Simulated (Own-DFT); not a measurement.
Al$_{31}$GaO$_{48}$ (corundum with substituted atoms, atoms displaced), Al$_{32}$O$_{47}$ (corundum with one vacancy, atoms displaced) (calculated)

A calculation, not a measurement: plane-wave PBE density functional theory by an unreviewed code, no spin, of a simulated periodic cell, stress positive in tension, free energy of the whole cell less one offset for each atom, defect cell not probed for a lower state with spin; oxygen file: force components 24 meV/angstrom off all-electron in one glass; forces on such cells passed a denser k mesh, this cell's mesh not checked; offsets are fitted by least squares, one for each functional and potential file, so energies compare only between cells with the same atoms and settings and are not formation energies; the far tail of each file's local potential was reset to the Coulomb form; each entry is a single point on an unrelaxed cell, so the pressure reflects the starting lattice, mostly measured values, from which strain is counted, and rises with the displacements; printed positions are rounded, which can move forces by about a meV/angstrom; the program is a retired in-house code; no spin-orbit coupling; before rounding, a Quantum ESPRESSO 7.3.1 run of the same cell and cutoff gave forces within 1 meV/angstrom rms on each cell, which checks the program and not the settings. Program: Own-DFT development build.

Common to all runs: functional PBE; potential files PseudoDojo norm-conserving, scalar-relativistic, standard set; wave cutoff 72 hartree; occupations Fermi-Dirac; smearing width 0.1 eV; k mesh 3 x 3 x 3 centred on Gamma.

(1) 
```cif
# cell vector a (Å): 5.4940 0.0000 8.6604
# cell vector b (Å): -2.7470 4.7579 8.6604
# cell vector c (Å): -2.7470 -4.7579 8.6604
data_Al31GaO48
_symmetry_space_group_name_H-M 'P 1'
_symmetry_Int_Tables_number 1
_cell_length_a 10.2561
_cell_length_b 10.2560
_cell_length_c 10.2560
_cell_angle_alpha 55.280
_cell_angle_beta 55.280
_cell_angle_gamma 55.280
_cell_volume 679.15
loop_
_atom_site_label
_atom_site_type_symbol
_atom_site_fract_x
_atom_site_fract_y
_atom_site_fract_z
_atom_site_occupancy
Al1 Al 0.18041 0.17961 0.16857 1
Al2 Al 0.31606 0.31896 0.33584 1
Al3 Al 0.43081 0.42113 0.42368 1
Al4 Al 0.07298 0.07858 0.06975 1
O1 O 0.27495 0.47691 0.12642 1
O2 O 0.47489 0.12497 0.27453 1
O3 O 0.12255 0.27232 0.47671 1
O4 O 0.22252 0.02646 0.37197 1
O5 O 0.02536 0.38417 0.22170 1
O6 O 0.37402 0.22392 0.02482 1
Al5 Al 0.17693 0.17883 0.67636 1
Al6 Al 0.32230 0.32356 0.82690 1
Al7 Al 0.42542 0.42269 0.93124 1
Al8 Al 0.07725 0.06874 0.57073 1
O7 O 0.27842 0.47063 0.62854 1
O8 O 0.47633 0.12386 0.77493 1
O9 O 0.12520 0.27270 0.97282 1
O10 O 0.21485 0.03541 0.87471 1
O11 O 0.02653 0.37688 0.72557 1
O12 O 0.37687 0.22273 0.52698 1
Al9 Al 0.17542 0.68005 0.17140 1
Al10 Al 0.31814 0.82965 0.32323 1
Al11 Al 0.42538 0.93269 0.42152 1
Al12 Al 0.07609 0.57523 0.07283 1
O13 O 0.28050 0.96834 0.12728 1
O14 O 0.47705 0.61582 0.28174 1
O15 O 0.12348 0.77054 0.47671 1
O16 O 0.22397 0.52669 0.37208 1
O17 O 0.02786 0.87532 0.22409 1
O18 O 0.37240 0.72083 0.02607 1
Al13 Al 0.17240 0.67873 0.67313 1
Al14 Al 0.32263 0.81643 0.82704 1
Al15 Al 0.42215 0.92919 0.91854 1
Al16 Al 0.06914 0.57551 0.57307 1
O19 O 0.28111 0.97622 0.62499 1
O20 O 0.46992 0.62898 0.77999 1
O21 O 0.12711 0.77746 0.97060 1
O22 O 0.22190 0.52582 0.87587 1
O23 O 0.02904 0.87915 0.71658 1
O24 O 0.37641 0.72140 0.52770 1
Al17 Al 0.67101 0.17815 0.17792 1
Al18 Al 0.82085 0.32703 0.32857 1
Ga1 Ga 0.93142 0.42512 0.41839 1
Al19 Al 0.57209 0.07582 0.07341 1
O25 O 0.78059 0.46940 0.11821 1
O26 O 0.96865 0.12676 0.28225 1
O27 O 0.62193 0.27954 0.47988 1
O28 O 0.72391 0.02790 0.37952 1
O29 O 0.52595 0.37847 0.22222 1
O30 O 0.88315 0.22662 0.02666 1
Al20 Al 0.67282 0.18064 0.67250 1
Al21 Al 0.81735 0.32848 0.82325 1
Al22 Al 0.92311 0.42458 0.93041 1
Al23 Al 0.57126 0.07566 0.57429 1
O31 O 0.78041 0.46976 0.62083 1
O32 O 0.97646 0.12696 0.77801 1
O33 O 0.62514 0.28029 0.97049 1
O34 O 0.72535 0.03052 0.87253 1
O35 O 0.52623 0.37016 0.72311 1
O36 O 0.87257 0.22280 0.53136 1
Al24 Al 0.68279 0.67350 0.18055 1
Al25 Al 0.82861 0.82386 0.31275 1
Al26 Al 0.92668 0.92909 0.41542 1
Al27 Al 0.57485 0.57208 0.07503 1
O37 O 0.77622 0.97468 0.12555 1
O38 O 0.97444 0.62552 0.27800 1
O39 O 0.62505 0.77958 0.47222 1
O40 O 0.72889 0.52236 0.37641 1
O41 O 0.52749 0.87932 0.22139 1
O42 O 0.87001 0.71639 0.03084 1
Al28 Al 0.67202 0.67449 0.68113 1
Al29 Al 0.83044 0.82177 0.81862 1
Al30 Al 0.93034 0.92562 0.92581 1
Al31 Al 0.57820 0.56957 0.57108 1
O43 O 0.77876 0.96452 0.62346 1
O44 O 0.96493 0.62779 0.78405 1
O45 O 0.62846 0.77630 0.97084 1
O46 O 0.72192 0.52784 0.87818 1
O47 O 0.52626 0.88387 0.71766 1
O48 O 0.87800 0.72103 0.52983 1
_calc_free_energy_of_cell_above_offsets '-55.844'  # eV
_calc_pressure 9.29  # GPa
_calc_stress_xx -9.73  # GPa
_calc_stress_yy -9.76  # GPa
_calc_stress_zz -8.38  # GPa
_calc_stress_yz -0.3  # GPa
_calc_stress_xz 0  # GPa
_calc_stress_xy -0.39  # GPa
```

Force:
| element | x (eV/Å) | y (eV/Å) | z (eV/Å) |
| --- | --- | --- | --- |
| Al | -1.21 | -0.746 | -0.699 |
| Al | 0.557 | 1.63 | 0.367 |
| Al | -1.261 | 0.175 | 0.65 |
| Al | 0.129 | -0.766 | 0.599 |
| O | 0.723 | -0.611 | -0.575 |
| O | -0.909 | 0.366 | 0.332 |
| O | 1.578 | -0.222 | 0.869 |
| O | -0.347 | 0.301 | 0.563 |
| O | 2.278 | -0.098 | -2.206 |
| O | 0.171 | -0.46 | 0.71 |
| Al | -0.747 | -0.455 | -0.405 |
| Al | 0.445 | 0.765 | -0.693 |
| Al | -0.248 | 1.047 | -0.168 |
| Al | -1.007 | 0.391 | 0.887 |
| O | 0.058 | 0.228 | -0.611 |
| O | -1.025 | -0.307 | -0.031 |
| O | 0.253 | 0.341 | 1.259 |
| O | 1.024 | -0.823 | 0.147 |
| O | 0.389 | 0.45 | -0.485 |
| O | -0.324 | 0.069 | -0.433 |
| Al | 0.172 | -1.253 | 0.709 |
| Al | 1.236 | -1.362 | -0.287 |
| Al | 0.527 | -1.537 | -0.112 |
| Al | -0.036 | 0.368 | -0.536 |
| O | -0.145 | 0.921 | -0.645 |
| O | -0.542 | 1.029 | 0.762 |
| O | 0.199 | 1.273 | 0.487 |
| O | -0.53 | -0.292 | -0.005 |
| O | 0.506 | 0.755 | -0.585 |
| O | 0.236 | 0.408 | 0.63 |
| Al | 0.817 | -0.729 | -0.171 |
| Al | -0.064 | 1.664 | 0.996 |
| Al | 0.667 | -0.804 | 1.19 |
| Al | 0.663 | -0.438 | 0.654 |
| O | 0.299 | -0.007 | -0.951 |
| O | 1.096 | -0.905 | -1.006 |
| O | -0.822 | -0.071 | -0.577 |
| O | -0.373 | 0.214 | 0.408 |
| O | 0.125 | -1.069 | 0.017 |
| O | -0.186 | 0.147 | 0.066 |
| Al | 0.685 | 0.056 | 1.202 |
| Al | 0.751 | -0.04 | -1.29 |
| Ga | -0.704 | -1.129 | 1.858 |
| Al | 0.991 | 0.174 | -0.53 |
| O | -1.176 | -1.555 | 1.788 |
| O | 0.555 | 0.507 | 0.336 |
| O | 0.603 | 0.801 | -0.65 |
| O | -0.104 | 1.367 | -1.446 |
| O | 0.65 | -0.715 | -0.77 |
| O | -1.736 | -0.765 | -2.359 |
| Al | 0.781 | -1.487 | -0.049 |
| Al | 1.424 | -0.083 | 0.686 |
| Al | 0.848 | 1.039 | -0.001 |
| Al | 1.007 | -0.33 | 0.835 |
| O | -1.865 | -0.71 | 0.967 |
| O | -0.51 | -0.547 | -0.58 |
| O | -0.329 | -0.42 | -0.04 |
| O | -0.115 | -0.193 | 0.062 |
| O | -0.5 | 0.763 | 1.447 |
| O | 0.645 | -0.728 | -0.893 |
| Al | -1.335 | 0.677 | -2.083 |
| Al | -1.489 | -1.486 | 1.205 |
| Al | -0.861 | -1.581 | 0.959 |
| Al | -0.396 | 0.629 | 1.011 |
| O | 0.574 | 0.412 | -0.148 |
| O | 0.113 | 1.851 | 0.365 |
| O | 0.323 | 0.182 | -0.25 |
| O | -1.602 | 1.219 | -1.259 |
| O | 0.329 | -0.454 | -0.247 |
| O | 1.531 | 0.884 | 2.201 |
| Al | 0.571 | 1.314 | 0.647 |
| Al | -1.992 | 0.286 | -0.354 |
| Al | -0.82 | 1.081 | -0.616 |
| Al | -0.951 | -0.062 | 0.292 |
| O | -0.185 | 0.479 | 1.01 |
| O | 1.581 | -0.348 | -0.299 |
| O | -0.919 | 0.126 | -0.431 |
| O | -0.004 | 0.474 | -1.188 |
| O | -0.014 | -1.442 | -1.108 |
| O | -0.727 | 0.169 | -1.4 |

(2) 
```cif
# cell vector a (Å): 5.4940 0.0000 8.6604
# cell vector b (Å): -2.7470 4.7579 8.6604
# cell vector c (Å): -2.7470 -4.7579 8.6604
data_Al32O47
_symmetry_space_group_name_H-M 'P 1'
_symmetry_Int_Tables_number 1
_cell_length_a 10.2561
_cell_length_b 10.2560
_cell_length_c 10.2560
_cell_angle_alpha 55.280
_cell_angle_beta 55.280
_cell_angle_gamma 55.280
_cell_volume 679.15
loop_
_atom_site_label
_atom_site_type_symbol
_atom_site_fract_x
_atom_site_fract_y
_atom_site_fract_z
_atom_site_occupancy
Al1 Al 0.17256 0.18375 0.16653 1
Al2 Al 0.33004 0.33138 0.30544 1
Al3 Al 0.43314 0.41884 0.43233 1
Al4 Al 0.07568 0.07468 0.06911 1
O1 O 0.28413 0.46874 0.13210 1
O2 O 0.46463 0.12336 0.28806 1
O3 O 0.11290 0.30193 0.47071 1
O4 O 0.22372 0.02352 0.37117 1
O5 O 0.03355 0.38374 0.21131 1
O6 O 0.38414 0.20567 0.02788 1
Al5 Al 0.16916 0.18868 0.66139 1
Al6 Al 0.32333 0.31084 0.84795 1
Al7 Al 0.42981 0.44089 0.91535 1
Al8 Al 0.07221 0.07824 0.56512 1
O7 O 0.28205 0.46378 0.63520 1
O8 O 0.49544 0.11112 0.77684 1
O9 O 0.11294 0.26663 0.98112 1
O10 O 0.22601 0.00751 0.87283 1
O11 O 0.00745 0.38495 0.72184 1
O12 O 0.36184 0.22897 0.53967 1
Al9 Al 0.18288 0.68153 0.14947 1
Al10 Al 0.32654 0.82507 0.31184 1
Al11 Al 0.42755 0.92237 0.42068 1
Al12 Al 0.06427 0.56554 0.08106 1
O13 O 0.25839 0.98425 0.14247 1
O14 O 0.46090 0.62005 0.28552 1
O15 O 0.13259 0.77918 0.46320 1
O16 O 0.22583 0.51797 0.37690 1
O17 O 0.03037 0.88045 0.21472 1
O18 O 0.38113 0.71315 0.03025 1
Al13 Al 0.17430 0.67431 0.67938 1
Al14 Al 0.32740 0.81616 0.83569 1
Al15 Al 0.43245 0.92692 0.91534 1
Al16 Al 0.06633 0.56165 0.58160 1
O19 O 0.27732 0.98637 0.61604 1
O20 O 0.47355 0.62473 0.77221 1
O21 O 0.11445 0.78568 0.96595 1
O22 O 0.22117 0.52773 0.87464 1
O23 O 0.04009 0.87106 0.70391 1
O24 O 0.35802 0.71110 0.55386 1
Al17 Al 0.70503 0.16526 0.15893 1
Al18 Al 0.81497 0.30550 0.33570 1
Al19 Al 0.93510 0.42990 0.40419 1
Al20 Al 0.56812 0.08419 0.06118 1
O25 O 0.77060 0.47583 0.11659 1
O26 O 0.63495 0.26773 0.49510 1
O27 O 0.71057 0.02084 0.39405 1
O28 O 0.51841 0.37005 0.22087 1
O29 O 0.87718 0.23250 0.01589 1
Al21 Al 0.68536 0.19579 0.66917 1
Al22 Al 0.83033 0.31400 0.82594 1
Al23 Al 0.92265 0.43765 0.91616 1
Al24 Al 0.56715 0.08450 0.57066 1
O30 O 0.79326 0.47479 0.60234 1
O31 O 0.98484 0.11779 0.77955 1
O32 O 0.59955 0.29832 0.98426 1
O33 O 0.71697 0.03400 0.87140 1
O34 O 0.51916 0.35767 0.73912 1
O35 O 0.85659 0.22272 0.53399 1
Al25 Al 0.67578 0.68072 0.16461 1
Al26 Al 0.83216 0.80996 0.32516 1
Al27 Al 0.92984 0.90750 0.42531 1
Al28 Al 0.57561 0.57609 0.07469 1
O36 O 0.76975 0.98106 0.13157 1
O37 O 0.97341 0.62388 0.27961 1
O38 O 0.64404 0.76672 0.46097 1
O39 O 0.71826 0.53562 0.39074 1
O40 O 0.53728 0.86637 0.21839 1
O41 O 0.86609 0.72849 0.02984 1
Al29 Al 0.68209 0.67173 0.68099 1
Al30 Al 0.84102 0.81345 0.82232 1
Al31 Al 0.92198 0.92349 0.91861 1
Al32 Al 0.56622 0.57282 0.57707 1
O42 O 0.79201 0.96827 0.61761 1
O43 O 0.97909 0.62263 0.76590 1
O44 O 0.63273 0.77284 0.96841 1
O45 O 0.71232 0.54704 0.86126 1
O46 O 0.52434 0.87561 0.72084 1
O47 O 0.87325 0.72178 0.52926 1
_calc_free_energy_of_cell_above_offsets '-43.749'  # eV
_calc_pressure 13.34  # GPa
_calc_stress_xx -11.69  # GPa
_calc_stress_yy -15.82  # GPa
_calc_stress_zz -12.52  # GPa
_calc_stress_yz -1.9  # GPa
_calc_stress_xz -1.62  # GPa
_calc_stress_xy -2.07  # GPa
```

Force:
| element | x (eV/Å) | y (eV/Å) | z (eV/Å) |
| --- | --- | --- | --- |
| Al | -1.099 | -2.596 | 0.668 |
| Al | -0.638 | -4.493 | 1.992 |
| Al | -2.039 | -0.303 | -1.331 |
| Al | 0.34 | -0.588 | -0.563 |
| O | -0.399 | 5.117 | -3.905 |
| O | 0.773 | 0.442 | -1.299 |
| O | 1.577 | -0.832 | -1.928 |
| O | -0.825 | 0.659 | 0.702 |
| O | -0.056 | -2.918 | -1.745 |
| O | -3.858 | 0.849 | -1.086 |
| Al | 1.278 | -1.223 | 0.252 |
| Al | 1.731 | 2.822 | -2.54 |
| Al | -1.334 | -1.504 | -1.062 |
| Al | 0.893 | -0.248 | 0.474 |
| O | -0.263 | -0.402 | -0.597 |
| O | -2.708 | -0.537 | -0.979 |
| O | 0.907 | 2.266 | 1.819 |
| O | -2.509 | 0.688 | 3.342 |
| O | 1.437 | -1.458 | 0.678 |
| O | 1.618 | 0.043 | 1.124 |
| Al | -2.051 | -3.357 | 1.575 |
| Al | -1.387 | -2.039 | 0.85 |
| Al | -0.335 | -0.284 | 1.707 |
| Al | 0.867 | 4.328 | 2.461 |
| O | 2.561 | 1.7 | -2.972 |
| O | 1.681 | 1.21 | 1.06 |
| O | -0.446 | -0.715 | -0.983 |
| O | -1.284 | 1.132 | 0.533 |
| O | -0.047 | -0.549 | -1.041 |
| O | -0.557 | 0.979 | 0.011 |
| Al | 1.344 | -0.211 | -2.598 |
| Al | 1.136 | 3.318 | -2.034 |
| Al | 0.247 | 0.276 | 0.311 |
| Al | 2.645 | 3.015 | 0.899 |
| O | 0.634 | -0.795 | -1.294 |
| O | -0.442 | 0.761 | 0.887 |
| O | 1.487 | -1.454 | 0.34 |
| O | -1.044 | -1.896 | 0.716 |
| O | -3.142 | -0.821 | 1.528 |
| O | 3.647 | 2.869 | 1.935 |
| Al | -5.347 | -1.854 | 0.511 |
| Al | 2.904 | 1.211 | -0.041 |
| Al | -2.776 | -1.869 | 1.237 |
| Al | 0.809 | -2.789 | 2.729 |
| O | 0.238 | -1.131 | 1.632 |
| O | -3.071 | 2.984 | -4.528 |
| O | 2.127 | 2.473 | -0.781 |
| O | 2.397 | 0.444 | 3.437 |
| O | 0.285 | -0.55 | -0.03 |
| Al | -3.841 | -6.311 | -4.35 |
| Al | -1.2 | 2.476 | -1.519 |
| Al | -0.084 | -1.13 | -0.807 |
| Al | 0.393 | -2.212 | 0.621 |
| O | -2.031 | -3.296 | 0.987 |
| O | -1.798 | -0.049 | -1.758 |
| O | 4.235 | -0.577 | 0.129 |
| O | 1.551 | -0.722 | 1.457 |
| O | -1.139 | 2.682 | 3.266 |
| O | 8.033 | 3.374 | 5.177 |
| Al | -0.801 | -2.301 | 0.575 |
| Al | -1.737 | 0.857 | 0.441 |
| Al | -1.474 | 0.574 | 2.518 |
| Al | -0.216 | -0.96 | -1.921 |
| O | 2.512 | 0.326 | -1.947 |
| O | 1.791 | 1.668 | -0.74 |
| O | -3.331 | -0.134 | -0.737 |
| O | 2.667 | 2.309 | -4.641 |
| O | -1.409 | 0.471 | -0.158 |
| O | 1.736 | -0.035 | 0.09 |
| Al | -0.14 | 4.501 | -3.111 |
| Al | -1.531 | 3.086 | -2.473 |
| Al | -0.516 | 0.731 | 2.028 |
| Al | 0.051 | 0.032 | 1.348 |
| O | 0.183 | -1.241 | -0.072 |
| O | -1.133 | -0.96 | 1.082 |
| O | -0.887 | 0.261 | -0.079 |
| O | 0.473 | -4.949 | 2.404 |
| O | 0.522 | -0.377 | 0.192 |
| O | 1.214 | -0.264 | -0.077 |

(3) 
```cif
# cell vector a (Å): 5.4940 0.0000 8.6604
# cell vector b (Å): -2.7470 4.7579 8.6604
# cell vector c (Å): -2.7470 -4.7579 8.6604
data_Al31GaO48
_symmetry_space_group_name_H-M 'P 1'
_symmetry_Int_Tables_number 1
_cell_length_a 10.2561
_cell_length_b 10.2560
_cell_length_c 10.2560
_cell_angle_alpha 55.280
_cell_angle_beta 55.280
_cell_angle_gamma 55.280
_cell_volume 679.15
loop_
_atom_site_label
_atom_site_type_symbol
_atom_site_fract_x
_atom_site_fract_y
_atom_site_fract_z
_atom_site_occupancy
Al1 Al 0.17204 0.17013 0.17993 1
Al2 Al 0.32016 0.32708 0.32212 1
Al3 Al 0.43257 0.41777 0.42538 1
Al4 Al 0.06860 0.07263 0.07105 1
O1 O 0.26937 0.47728 0.12382 1
O2 O 0.46510 0.12356 0.28233 1
O3 O 0.13118 0.28111 0.46218 1
O4 O 0.21958 0.03101 0.37368 1
O5 O 0.03386 0.36764 0.22778 1
O6 O 0.37151 0.22496 0.03586 1
Al5 Al 0.18175 0.16670 0.68031 1
Al6 Al 0.32525 0.32672 0.82068 1
Al7 Al 0.43070 0.42552 0.92305 1
Al8 Al 0.06086 0.08214 0.57162 1
O7 O 0.27795 0.46927 0.62722 1
O8 O 0.47435 0.12541 0.77738 1
O9 O 0.12894 0.27878 0.97150 1
O10 O 0.21903 0.03370 0.87279 1
O11 O 0.03461 0.37358 0.72943 1
O12 O 0.37445 0.21835 0.52701 1
Al9 Al 0.17332 0.68557 0.16896 1
Al10 Al 0.32636 0.82402 0.33402 1
Al11 Al 0.42531 0.91895 0.43538 1
Al12 Al 0.07115 0.57807 0.06812 1
O13 O 0.27655 0.96881 0.12098 1
O14 O 0.48210 0.61994 0.27214 1
O15 O 0.12230 0.77696 0.46611 1
O16 O 0.21573 0.53440 0.37172 1
O17 O 0.04001 0.86818 0.22487 1
O18 O 0.37471 0.72441 0.02618 1
Al13 Al 0.17629 0.66856 0.67623 1
Al14 Al 0.32297 0.82880 0.81692 1
Al15 Al 0.43069 0.93300 0.92440 1
Al16 Al 0.07548 0.57768 0.56902 1
O19 O 0.27298 0.96924 0.62484 1
O20 O 0.48063 0.62375 0.77301 1
O21 O 0.12804 0.76606 0.97390 1
O22 O 0.21378 0.53888 0.87623 1
O23 O 0.02873 0.88087 0.71981 1
O24 O 0.36552 0.73433 0.52743 1
Al17 Al 0.67653 0.18799 0.17802 1
Al18 Al 0.83681 0.32165 0.31208 1
Al19 Al 0.92156 0.42881 0.42490 1
Ga1 Ga 0.57485 0.06770 0.06839 1
O25 O 0.78588 0.47502 0.12014 1
O26 O 0.97113 0.12515 0.28282 1
O27 O 0.62513 0.28652 0.46090 1
O28 O 0.72445 0.03371 0.37636 1
O29 O 0.53696 0.37100 0.22553 1
O30 O 0.86035 0.22296 0.03683 1
Al20 Al 0.67640 0.19140 0.66132 1
Al21 Al 0.82009 0.34031 0.81945 1
Al22 Al 0.93274 0.41712 0.93464 1
Al23 Al 0.57164 0.07699 0.58213 1
O31 O 0.78871 0.47373 0.62243 1
O32 O 0.96592 0.12824 0.78275 1
O33 O 0.63497 0.27510 0.96465 1
O34 O 0.72281 0.01898 0.87280 1
O35 O 0.52387 0.36748 0.72217 1
O36 O 0.88142 0.21588 0.52839 1
Al24 Al 0.67483 0.66814 0.18419 1
Al25 Al 0.82110 0.81921 0.33523 1
Al26 Al 0.92426 0.93446 0.41738 1
Al27 Al 0.55585 0.57555 0.09280 1
O37 O 0.76977 0.97147 0.14142 1
O38 O 0.97293 0.63170 0.27625 1
O39 O 0.62351 0.77879 0.47954 1
O40 O 0.72344 0.52010 0.38016 1
O41 O 0.52167 0.87555 0.21858 1
O42 O 0.88476 0.71865 0.02145 1
Al28 Al 0.67660 0.68435 0.67504 1
Al29 Al 0.83060 0.82858 0.81654 1
Al30 Al 0.92269 0.92943 0.92626 1
Al31 Al 0.58211 0.58220 0.56528 1
O43 O 0.77496 0.96984 0.62449 1
O44 O 0.97054 0.63097 0.77145 1
O45 O 0.61426 0.78606 0.97503 1
O46 O 0.72549 0.53558 0.87069 1
O47 O 0.53132 0.87009 0.73057 1
O48 O 0.86988 0.72327 0.53247 1
_calc_free_energy_of_cell_above_offsets '-53.302'  # eV
_calc_pressure 10.36  # GPa
_calc_stress_xx -10.85  # GPa
_calc_stress_yy -10.68  # GPa
_calc_stress_zz -9.54  # GPa
_calc_stress_yz 0.43  # GPa
_calc_stress_xz -0.25  # GPa
_calc_stress_xy 0.55  # GPa
```

Force:
| element | x (eV/Å) | y (eV/Å) | z (eV/Å) |
| --- | --- | --- | --- |
| Al | 1.391 | 0.527 | 0.811 |
| Al | 0.266 | 0.175 | -0.691 |
| Al | -1.967 | 0.515 | -0.337 |
| Al | 0.65 | -0.361 | 0.539 |
| O | 1.475 | -0.467 | 0.75 |
| O | -0.113 | -0.012 | 1.186 |
| O | -1.857 | -1.385 | -0.523 |
| O | -0.098 | -0.513 | -0.338 |
| O | -0.858 | 0.949 | -0.58 |
| O | -0.82 | 1.38 | -1.532 |
| Al | -1.34 | 2.049 | -0.922 |
| Al | -0.409 | -1.056 | 0.273 |
| Al | -0.744 | -0.685 | 0.38 |
| Al | 2.884 | -1.356 | 2.136 |
| O | 0.613 | 0.819 | -0.041 |
| O | -0.44 | 0.929 | 0.101 |
| O | -0.309 | -0.711 | -0.196 |
| O | 0.486 | -0.824 | -0.164 |
| O | 0.217 | -0.117 | -1.071 |
| O | 0.374 | 0.012 | 1.086 |
| Al | 0.949 | -1.099 | -0.709 |
| Al | -0.422 | 1.531 | -2.612 |
| Al | -0.699 | 2.715 | 0.582 |
| Al | 0.458 | -1.53 | 1.335 |
| O | -0.992 | -0.269 | 1.355 |
| O | -2.218 | -1.511 | 1.059 |
| O | 0.572 | -0.078 | 1.56 |
| O | 1.373 | -0.648 | 0.451 |
| O | -1.88 | 1.251 | -0.285 |
| O | -0.435 | -0.204 | -0.637 |
| Al | -1.379 | 0.684 | 0.607 |
| Al | 0.164 | -1.661 | 0.451 |
| Al | -0.299 | -1.112 | -1.319 |
| Al | -0.619 | -0.524 | -0.486 |
| O | -0.262 | -0.306 | 1.2 |
| O | -0.411 | -0.123 | -0.674 |
| O | -0.623 | 2.425 | 1.23 |
| O | 2.368 | -0.009 | -1.208 |
| O | 0.342 | -0.343 | -0.916 |
| O | 1.715 | -1.767 | 0.092 |
| Al | -0.252 | -2.586 | -3.729 |
| Al | -1.329 | -0.037 | 0.321 |
| Al | 1.819 | 0.194 | 1.585 |
| Ga | -0.727 | 0.016 | 1.615 |
| O | -0.287 | -0.73 | 0.159 |
| O | 0.762 | 0.657 | -0.682 |
| O | 1.039 | -1.391 | 1.271 |
| O | -0.211 | -0.15 | -0.452 |
| O | -1.777 | 0.568 | -0.4 |
| O | 3.257 | 1.243 | 2.625 |
| Al | 0.926 | -2.287 | -0.692 |
| Al | 0.786 | -1.422 | 0.186 |
| Al | -0.773 | 2.594 | -0.845 |
| Al | 1.007 | -0.112 | -1.302 |
| O | -0.394 | 0.967 | -1.592 |
| O | 0.451 | 0.52 | 0.214 |
| O | -1.359 | 0.817 | 0.191 |
| O | 0.616 | 1.525 | 0.504 |
| O | -0.602 | 1.884 | 2.218 |
| O | -2.601 | 1.784 | -1.309 |
| Al | 0.832 | 2.359 | -0.264 |
| Al | 0.565 | 1.363 | 0.112 |
| Al | -0.01 | -1.809 | 0.097 |
| Al | 2.509 | 3.292 | -0.672 |
| O | 1.809 | 0.452 | -0.49 |
| O | -0.709 | -0.946 | -1.219 |
| O | -0.058 | 0.424 | -0.949 |
| O | -0.334 | 0.575 | 0.374 |
| O | 0.518 | -2.629 | 0.209 |
| O | -2.245 | -0.2 | -0.771 |
| Al | -0.253 | -1.573 | 0.383 |
| Al | -0.762 | -0.876 | -1.002 |
| Al | 0.089 | -0.602 | 0.552 |
| Al | -1.133 | -1.759 | -0.118 |
| O | 0.109 | 0.893 | 0.794 |
| O | 0.323 | -0.733 | 0.377 |
| O | 1.991 | -0.911 | 1.108 |
| O | -0.518 | -1.109 | -0.054 |
| O | -0.955 | 1.618 | -0.419 |
| O | 0.78 | 0.831 | 0.123 |
